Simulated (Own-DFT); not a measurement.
Simulation results for GaN (wurtzite, strained, atoms displaced)

All values are calculated (Own-DFT development build). A calculation, not a measurement: plane-wave PBE density functional theory by an unreviewed code, no spin, of a simulated periodic cell, stress positive in tension, free energy of the whole cell less one offset for each atom, forces on such cells passed a denser k mesh, this cell's mesh not checked; offsets are fitted by least squares, one for each functional and potential file, so energies compare only between cells with the same atoms and settings and are not formation energies; the far tail of each file's local potential was reset to the Coulomb form; each entry is a single point on an unrelaxed cell, so the pressure reflects the starting lattice, mostly measured values (interpolated for alloys), from which strain is counted, and rises with the displacements; printed positions are rounded, which can move forces by about a meV/angstrom; the program, named Own-DFT, is a retired in-house code; no spin-orbit coupling.

Common to all runs: functional PBE; potential files PseudoDojo norm-conserving, scalar-relativistic, standard set with the stringent files for Ga; wave cutoff 96 hartree; occupations Gaussian; smearing width 0.01 eV; k mesh 3 x 4 x 3 centred on Gamma.

(1) 
```cif
# cell vector a (Å): 12.7560 0.0000 0.0000
# cell vector b (Å): -4.7835 8.2853 0.0000
# cell vector c (Å): 0.0000 0.0000 10.4218
data_GaN
_symmetry_space_group_name_H-M 'P 1'
_symmetry_Int_Tables_number 1
_cell_length_a 12.7560
_cell_length_b 9.5670
_cell_length_c 10.4218
_cell_angle_alpha 90.000
_cell_angle_beta 90.000
_cell_angle_gamma 120.000
_cell_volume 1101.45
loop_
_atom_site_label
_atom_site_type_symbol
_atom_site_fract_x
_atom_site_fract_y
_atom_site_fract_z
_atom_site_occupancy
Ga1 Ga 0.08667 0.22034 0.99443 1
Ga2 Ga 0.16339 0.11123 0.25037 1
N1 N 0.08043 0.22012 0.19216 1
N2 N 0.16433 0.11701 0.43874 1
Ga3 Ga 0.08599 0.22367 0.49953 1
Ga4 Ga 0.16629 0.10129 0.75258 1
N3 N 0.07426 0.21912 0.67988 1
N4 N 0.17275 0.11044 0.93597 1
Ga5 Ga 0.08989 0.55095 0.99836 1
Ga6 Ga 0.16619 0.44467 0.25027 1
N5 N 0.07862 0.55493 0.19179 1
N6 N 0.16597 0.45647 0.44077 1
Ga7 Ga 0.08568 0.55969 0.49710 1
Ga8 Ga 0.15950 0.43402 0.75753 1
N7 N 0.08247 0.55105 0.68509 1
N8 N 0.16901 0.43428 0.93397 1
Ga9 Ga 0.08613 0.89123 0.00488 1
Ga10 Ga 0.16504 0.78345 0.24890 1
N9 N 0.08758 0.89654 0.19186 1
N10 N 0.16188 0.78225 0.43674 1
Ga11 Ga 0.08046 0.88125 0.50282 1
Ga12 Ga 0.17807 0.79042 0.75114 1
N11 N 0.08554 0.90025 0.69538 1
N12 N 0.17179 0.77826 0.93644 1
Ga13 Ga 0.33168 0.21016 0.00036 1
Ga14 Ga 0.41168 0.10335 0.25558 1
N13 N 0.32913 0.22825 0.18515 1
N14 N 0.42270 0.11362 0.43109 1
Ga15 Ga 0.33334 0.22750 0.49900 1
Ga16 Ga 0.41685 0.11753 0.74147 1
N15 N 0.33134 0.21425 0.68669 1
N16 N 0.40821 0.12338 0.93063 1
Ga17 Ga 0.33585 0.55528 0.99139 1
Ga18 Ga 0.41870 0.44432 0.26013 1
N17 N 0.33867 0.56016 0.19240 1
N18 N 0.41587 0.44225 0.44369 1
Ga19 Ga 0.32889 0.55994 0.50304 1
Ga20 Ga 0.41418 0.43963 0.74834 1
N19 N 0.33641 0.55942 0.68655 1
N20 N 0.41863 0.44059 0.94129 1
Ga21 Ga 0.32997 0.88399 0.99919 1
Ga22 Ga 0.43575 0.78272 0.24529 1
N21 N 0.33469 0.88143 0.18111 1
N22 N 0.41625 0.78439 0.43879 1
Ga23 Ga 0.32920 0.88238 0.50030 1
Ga24 Ga 0.41450 0.78155 0.74974 1
N23 N 0.33929 0.88927 0.69125 1
N24 N 0.41735 0.77321 0.93659 1
Ga25 Ga 0.58384 0.22043 0.99859 1
Ga26 Ga 0.66662 0.11377 0.25577 1
N25 N 0.58419 0.21734 0.18370 1
N26 N 0.67091 0.12791 0.43340 1
Ga27 Ga 0.58251 0.22125 0.49536 1
Ga28 Ga 0.66603 0.10494 0.74391 1
N27 N 0.58381 0.21742 0.68290 1
N28 N 0.66163 0.11331 0.94606 1
Ga29 Ga 0.57770 0.55216 0.00154 1
Ga30 Ga 0.66464 0.44253 0.24047 1
N29 N 0.58034 0.56113 0.18053 1
N30 N 0.66806 0.44784 0.43654 1
Ga31 Ga 0.58439 0.55077 0.49752 1
Ga32 Ga 0.66816 0.44130 0.74892 1
N31 N 0.58761 0.54911 0.68445 1
N32 N 0.66144 0.43017 0.93536 1
Ga33 Ga 0.59189 0.90265 0.00161 1
Ga34 Ga 0.67509 0.78027 0.25330 1
N33 N 0.58675 0.89673 0.19035 1
N34 N 0.67499 0.79415 0.43202 1
Ga35 Ga 0.58990 0.89040 0.50611 1
Ga36 Ga 0.66175 0.76867 0.75356 1
N35 N 0.58266 0.88110 0.69296 1
N36 N 0.67516 0.77380 0.94306 1
Ga37 Ga 0.82970 0.21817 0.99547 1
Ga38 Ga 0.91725 0.11011 0.25879 1
N37 N 0.82950 0.22136 0.18860 1
N38 N 0.91940 0.11286 0.44106 1
Ga39 Ga 0.83297 0.21724 0.50162 1
Ga40 Ga 0.92065 0.11874 0.74907 1
N39 N 0.83656 0.22051 0.68918 1
N40 N 0.91238 0.11102 0.93924 1
Ga41 Ga 0.83489 0.55527 0.99541 1
Ga42 Ga 0.91872 0.44609 0.24254 1
N41 N 0.83520 0.55963 0.18284 1
N42 N 0.91198 0.43701 0.43435 1
Ga43 Ga 0.82831 0.54093 0.49277 1
Ga44 Ga 0.91278 0.43734 0.76035 1
N43 N 0.83536 0.56057 0.68771 1
N44 N 0.91396 0.44933 0.94763 1
Ga45 Ga 0.82472 0.88295 0.99675 1
Ga46 Ga 0.91820 0.77793 0.24530 1
N45 N 0.83016 0.88233 0.19239 1
N46 N 0.91017 0.77604 0.43857 1
Ga47 Ga 0.83521 0.88551 0.50180 1
Ga48 Ga 0.91587 0.78367 0.75781 1
N47 N 0.82606 0.88184 0.69424 1
N48 N 0.92375 0.79019 0.93862 1
_calc_free_energy_of_cell_above_offsets '-4.587'  # eV
_calc_pressure 6.23  # GPa
_calc_stress_xx -8.14  # GPa
_calc_stress_yy -5.36  # GPa
_calc_stress_zz -5.19  # GPa
_calc_stress_yz -0.67  # GPa
_calc_stress_xz 0.66  # GPa
_calc_stress_xy 0.27  # GPa
```

Force:
```csv
element,x (eV/Å),y (eV/Å),z (eV/Å)
Ga,-0.576,-1.319,1.395
Ga,0.457,1.079,0.459
N,-0.029,0.435,-1.016
N,1.351,-1.014,-0.112
Ga,-0.988,0.872,-0.308
Ga,-0.724,2.941,-0.071
N,2.285,0.427,1.544
N,-1.568,-0.286,0.362
Ga,-1.188,0.45,0.521
Ga,0.445,0.632,0.152
N,1.675,0.863,-1.152
N,1.322,-1.545,-0.869
Ga,-1.832,-0.445,0.677
Ga,0.404,0.938,-2.911
N,-0.238,0.843,1.135
N,-0.644,0.908,1.302
Ga,0.206,-0.227,-0.573
Ga,1.481,-0.675,-0.172
N,-0.499,-0.768,-0.717
N,1.294,-0.282,0.018
Ga,-1.749,1.285,0.378
Ga,-1.499,-1.75,-0.241
N,0.538,-3.292,-1.571
N,-1.151,-0.839,0.265
Ga,-2.243,2.939,1.684
Ga,0.094,0.436,-2.6
N,0.992,-0.893,0.962
N,-1.642,-0.654,2.035
Ga,0.2,-1.458,-0.021
Ga,1.327,-0.556,1.212
N,-1.195,1.158,-0.762
N,4.914,-2.991,-0.959
Ga,0.793,-0.327,1.643
Ga,-0.54,0.051,-1.607
N,-0.458,-0.615,-0.706
N,-0.255,1.214,-0.11
Ga,0.816,0.237,-0.492
Ga,0.488,0.399,0.233
N,-0.494,-0.825,0.866
N,-1.097,-0.209,-1.262
Ga,1.196,1.307,-0.234
Ga,-3.749,-1.515,1.198
N,-0.457,0.476,1.364
N,1.422,-0.392,-0.15
Ga,0.049,1.116,-0.284
Ga,1.634,-1.18,0.546
N,-1.338,1.081,-1.304
N,0.115,1.232,0.07
Ga,-2.144,-0.284,0.45
Ga,0.394,0.316,-1.273
N,-1.241,0.4,0.619
N,0.877,-1.916,1.729
Ga,-0.053,0.752,0.41
Ga,-0.142,0.463,0.862
N,-0.01,0.099,0.167
N,1.557,-0.245,-2.477
Ga,1.171,-0.171,-0.783
Ga,0.01,0.211,0.342
N,0.77,-0.455,2.096
N,-0.605,-0.856,-1.152
Ga,-0.316,1.179,0.31
Ga,0.416,-0.108,-0.035
N,-1.427,0.159,0.305
N,0.072,2.24,0.127
Ga,-0.224,-2.372,0.284
Ga,-1.725,-0.516,-0.888
N,2.612,0.574,-0.977
N,-0.442,-1.668,1.458
Ga,-1.301,0.381,-0.875
Ga,0.636,-0.21,0.08
N,-0.258,0.466,-0.333
N,-3.947,-1.091,-1.371
Ga,-0.057,0.7,1.573
Ga,-0.866,-0.075,-1.361
N,0.926,-0.208,-0.326
N,-0.144,-0.425,0.401
Ga,0.067,0.814,-0.384
Ga,-0.527,-2.19,0.537
N,-1.396,0.067,0.095
N,1.02,0.053,-0.399
Ga,-1.887,1.034,0.498
Ga,-1.291,-1.089,0.819
N,-0.192,-0.339,0.22
N,0.991,0.582,-0.088
Ga,0.356,1.694,1.156
Ga,-0.055,1.52,-1.406
N,0.521,-0.634,0.227
N,2.425,-1.193,-1.174
Ga,3.253,2.037,1.711
Ga,-0.332,-0.06,0.832
N,1.177,1.566,-1.242
N,1.888,-0.688,-0.463
Ga,-0.465,0.708,0.858
Ga,0.383,-0.615,-1.275
N,0.438,1.162,-0.67
N,-0.26,-1.029,0.963
```

(2) 
```cif
# cell vector a (Å): 12.7560 0.0000 0.0000
# cell vector b (Å): -4.7835 8.2853 0.0000
# cell vector c (Å): 0.0000 0.0000 10.4218
data_GaN
_symmetry_space_group_name_H-M 'P 1'
_symmetry_Int_Tables_number 1
_cell_length_a 12.7560
_cell_length_b 9.5670
_cell_length_c 10.4218
_cell_angle_alpha 90.000
_cell_angle_beta 90.000
_cell_angle_gamma 120.000
_cell_volume 1101.45
loop_
_atom_site_label
_atom_site_type_symbol
_atom_site_fract_x
_atom_site_fract_y
_atom_site_fract_z
_atom_site_occupancy
Ga1 Ga 0.08409 0.22220 0.00189 1
Ga2 Ga 0.16552 0.11815 0.24757 1
N1 N 0.08129 0.22700 0.19162 1
N2 N 0.16373 0.10877 0.43111 1
Ga3 Ga 0.08763 0.23047 0.50264 1
Ga4 Ga 0.17007 0.11615 0.74773 1
N3 N 0.08692 0.23536 0.69175 1
N4 N 0.16106 0.10405 0.94294 1
Ga5 Ga 0.08245 0.55895 0.00016 1
Ga6 Ga 0.16556 0.45522 0.24558 1
N5 N 0.07808 0.55765 0.18243 1
N6 N 0.16462 0.44773 0.44294 1
Ga7 Ga 0.08882 0.55701 0.49589 1
Ga8 Ga 0.16474 0.45237 0.75292 1
N7 N 0.08688 0.55706 0.69661 1
N8 N 0.16153 0.44036 0.93789 1
Ga9 Ga 0.08390 0.88900 0.99670 1
Ga10 Ga 0.17159 0.77056 0.24566 1
N9 N 0.08117 0.89224 0.18911 1
N10 N 0.17277 0.78026 0.43259 1
Ga11 Ga 0.08145 0.88966 0.50930 1
Ga12 Ga 0.17280 0.78371 0.74725 1
N11 N 0.07951 0.88752 0.68502 1
N12 N 0.17088 0.76709 0.93956 1
Ga13 Ga 0.33899 0.22539 0.99014 1
Ga14 Ga 0.41395 0.11220 0.26154 1
N13 N 0.33166 0.22090 0.18285 1
N14 N 0.41510 0.10971 0.44535 1
Ga15 Ga 0.33650 0.22418 0.50595 1
Ga16 Ga 0.41632 0.10953 0.75066 1
N15 N 0.33558 0.22300 0.69281 1
N16 N 0.41751 0.12107 0.94132 1
Ga17 Ga 0.32998 0.55275 0.00399 1
Ga18 Ga 0.42069 0.44848 0.24293 1
N17 N 0.33416 0.55629 0.18296 1
N18 N 0.41182 0.44537 0.43753 1
Ga19 Ga 0.32834 0.54803 0.49630 1
Ga20 Ga 0.42146 0.45104 0.75662 1
N19 N 0.33643 0.56696 0.68675 1
N20 N 0.42157 0.45094 0.94653 1
Ga21 Ga 0.32567 0.88137 0.00693 1
Ga22 Ga 0.42111 0.78878 0.25330 1
N21 N 0.33802 0.88959 0.19150 1
N22 N 0.41613 0.77883 0.44257 1
Ga23 Ga 0.33321 0.89223 0.50419 1
Ga24 Ga 0.41267 0.77829 0.75538 1
N23 N 0.33131 0.88723 0.68836 1
N24 N 0.41369 0.77447 0.93421 1
Ga25 Ga 0.58503 0.21909 0.99694 1
Ga26 Ga 0.66115 0.11303 0.24320 1
N25 N 0.58323 0.22849 0.18882 1
N26 N 0.66860 0.10614 0.43391 1
Ga27 Ga 0.58969 0.22867 0.50283 1
Ga28 Ga 0.66071 0.09925 0.75253 1
N27 N 0.58141 0.21992 0.68693 1
N28 N 0.65996 0.11067 0.94217 1
Ga29 Ga 0.58697 0.55477 0.99625 1
Ga30 Ga 0.66698 0.44188 0.24895 1
N29 N 0.58399 0.55245 0.18565 1
N30 N 0.66819 0.45529 0.43302 1
Ga31 Ga 0.58516 0.55261 0.49775 1
Ga32 Ga 0.67248 0.44795 0.75085 1
N31 N 0.57723 0.54894 0.69674 1
N32 N 0.67332 0.45959 0.94423 1
Ga33 Ga 0.58706 0.90068 0.99568 1
Ga34 Ga 0.67952 0.77915 0.24633 1
N33 N 0.57741 0.87928 0.19532 1
N34 N 0.66126 0.76589 0.44299 1
Ga35 Ga 0.57354 0.88068 0.50191 1
Ga36 Ga 0.66326 0.77758 0.74207 1
N35 N 0.57912 0.88191 0.68474 1
N36 N 0.67132 0.77603 0.94308 1
Ga37 Ga 0.83313 0.22758 0.99598 1
Ga38 Ga 0.92541 0.11686 0.25616 1
N37 N 0.83742 0.22201 0.19093 1
N38 N 0.92306 0.11660 0.44539 1
Ga39 Ga 0.83190 0.21830 0.50701 1
Ga40 Ga 0.91322 0.11581 0.75789 1
N39 N 0.82987 0.22262 0.68571 1
N40 N 0.91561 0.11611 0.94084 1
Ga41 Ga 0.83603 0.54967 0.00095 1
Ga42 Ga 0.90930 0.42670 0.24069 1
N41 N 0.83360 0.55730 0.18880 1
N42 N 0.92068 0.45067 0.44018 1
Ga43 Ga 0.83058 0.54979 0.49918 1
Ga44 Ga 0.91284 0.43012 0.74917 1
N43 N 0.84078 0.56551 0.68237 1
N44 N 0.91209 0.44142 0.93300 1
Ga45 Ga 0.83517 0.90037 0.98513 1
Ga46 Ga 0.92165 0.78633 0.25501 1
N45 N 0.83295 0.88708 0.18734 1
N46 N 0.91478 0.76952 0.43980 1
Ga47 Ga 0.83676 0.89209 0.49855 1
Ga48 Ga 0.92044 0.77541 0.75012 1
N47 N 0.83120 0.88548 0.68749 1
N48 N 0.90677 0.77878 0.94694 1
_calc_free_energy_of_cell_above_offsets '-4.830'  # eV
_calc_pressure 5.98  # GPa
_calc_stress_xx -6.84  # GPa
_calc_stress_yy -6.79  # GPa
_calc_stress_zz -4.31  # GPa
_calc_stress_yz 0.06  # GPa
_calc_stress_xz 0.65  # GPa
_calc_stress_xy 0.04  # GPa
```

Force:
```csv
element,x (eV/Å),y (eV/Å),z (eV/Å)
Ga,-0.146,0.105,0.175
Ga,1.01,-0.605,-0.245
N,0.73,0.855,-0.812
N,0.326,0.473,1.885
Ga,0.427,-0.823,0.214
Ga,-1.045,-0.121,0.602
N,-0.005,-1.443,-0.036
N,0.738,1.302,-1.337
Ga,0.159,-1.681,-0.552
Ga,0.985,-0.702,0.488
N,0.408,-0.6,0.429
N,0.914,-0.504,-1.779
Ga,-1.884,0.921,1.192
Ga,2.07,-0.239,0.097
N,-1.903,0.606,-1.415
N,0.379,0.296,0.68
Ga,-0.631,-1.157,1.144
Ga,-1.967,1.543,0.758
N,1.486,-0.057,-0.567
N,-0.799,-0.116,0.858
Ga,0.337,-0.279,-3.17
Ga,-1.248,-1.134,0.598
N,1.353,0.868,1.877
N,-2.078,1.68,-0.967
Ga,-2.02,0.405,1.879
Ga,-0.285,0.39,-1.43
N,0.278,0.17,0.42
N,0.709,0.872,-0.055
Ga,-1.096,0.146,-0.899
Ga,0.048,0.151,0.355
N,-0.278,0.3,-0.031
N,1.844,-2.216,-1.071
Ga,0.156,0.307,-1.123
Ga,-0.436,-0.585,0.558
N,-0.773,0.458,1.64
N,1.337,-0.62,-0.333
Ga,0.246,1.408,0.929
Ga,-1.853,-0.408,-0.027
N,0.144,-1.638,0.263
N,-0.813,-0.443,-1.129
Ga,1.789,1.428,-0.418
Ga,0.213,-1.932,0.575
N,-0.924,0.576,-0.334
N,-1.152,-0.635,-0.689
Ga,0.346,-0.804,-0.59
Ga,0.451,-0.201,-0.986
N,0.487,1.05,0.164
N,0.075,0.804,1.516
Ga,-2.32,2.064,1.054
Ga,1.289,-0.899,0.968
N,-0.22,-1.329,-0.435
N,-0.749,0.466,0.617
Ga,-0.01,-0.518,-0.996
Ga,-0.311,0.757,-0.829
N,0.711,0.28,0.805
N,1.993,0.756,-1.386
Ga,-0.789,1.031,1.323
Ga,-0.089,1.25,-0.471
N,0.281,0.544,0.145
N,0.939,-2.014,0.722
Ga,-1.725,-0.139,0.98
Ga,-0.319,0.213,0.355
N,1.811,0.714,-1.432
N,1.186,-2.77,-1.581
Ga,0.249,-3.581,1.586
Ga,-2.757,-1.134,0.995
N,1.653,1.734,-1.583
N,0.248,2.066,-0.617
Ga,1.821,0.611,-0.982
Ga,0.989,-0.653,1.136
N,-0.542,0.839,1.014
N,-2.073,1.05,-1.395
Ga,0.151,-0.711,1.323
Ga,-1.489,-1.463,0.055
N,-0.742,-2.462,-1.594
N,-0.635,-0.335,-0.516
Ga,0.087,0.599,-2.19
Ga,1.284,-0.67,-1.702
N,-0.21,-1.473,1.422
N,-0.062,0.974,-0.322
Ga,-1.363,1.722,0.834
Ga,-0.749,3.722,2.206
N,0.673,-0.454,0.072
N,0.138,-1.386,-0.494
Ga,0.55,0.655,-0.523
Ga,-0.165,2.868,-0.59
N,-0.184,-2.059,0.996
N,0.889,0.244,0.267
Ga,-0.083,-1.291,2.347
Ga,-0.056,-1.165,-0.652
N,1.415,1.989,-0.467
N,-0.104,1.19,0.252
Ga,-0.385,-0.818,0.199
Ga,-1.571,0.478,1.035
N,0.238,0.899,0.508
N,2.994,-0.56,-1.758
```
